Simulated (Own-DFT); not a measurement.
# What a defect does to the pressure of its cell: wurtzite GaN

The numbers are computed, not measured, by runs of the plane-wave DFT program Own-DFT (in-house, retired, unreviewed) at fixed positions, with no spin and no spin-orbit coupling.

Common settings: PBE; PseudoDojo norm-conserving scalar-relativistic files; cutoff 42 hartree; 4 x 4 x 3 k mesh centred on Gamma; Fermi-Dirac smearing of 0.1 eV.

Known weak points (not all hold for every row): not probed for a lower state with spin; forces not confirmed at this smearing and k mesh; stress not checked against mesh or cutoff.

All runs share one cell, with vectors in Å (9.567, 0.000, 0.000); (-4.784, 8.285, 0.000); (0.000, 0.000, 10.370) and a volume of 822.0 Å³. The atoms are randomly displaced, by u rms on each axis. The defect's site can differ from row to row.

| cell | formula | u (Å) | P (GPa) |
|---|---|---|---|
| no defect | Ga36N36 | 0.0192 | 5.92 |
| no defect | Ga36N36 | 0.0474 | 7.29 |
| no defect | Ga36N36 | 0.0489 | 7.25 |
| one Ga on an N site | Ga37N35 | 0.0304 | 12.07 |
| one Ga on an N site | Ga37N35 | 0.0485 | 13.64 |
| one Ga on an N site | Ga37N35 | 0.0486 | 12.92 |
| one N on a Ga site | Ga35N37 | 0.0287 | ? |
| one N on a Ga site | Ga35N37 | 0.0313 | 5.61 |
| one N on a Ga site | Ga35N37 | 0.0490 | 6.64 |
| one N on a Ga site | Ga35N37 | 0.0500 | 6.96 |

## Fit

P = P0 + c u² + a shift for each defect gives P0 = 5.55 GPa, c = 763 ± 111 GPa/Å² and a scatter of 0.26 GPa. The shifts, and each times the cell's volume:

- one Ga on an N site: 5.90 ± 0.21 GPa, 30.2 eV
- one N on a Ga site: -0.64 ± 0.21 GPa, -3.3 eV

Positive is outwards. The product with the volume (160.2 GPa Å³ to the eV) is nearly free of the cell's size; divided by the bulk modulus at the cell's pressure it gives the volume that the defect adds. The atoms around the defects weren't relaxed, which would change these numbers.

## The run left out

The question: what pressure belongs in the blank (one N on a Ga site, u = 0.0287 Å)?

Estimate: 5.53 ± 0.32 GPa. Computed: 5.57 GPa.
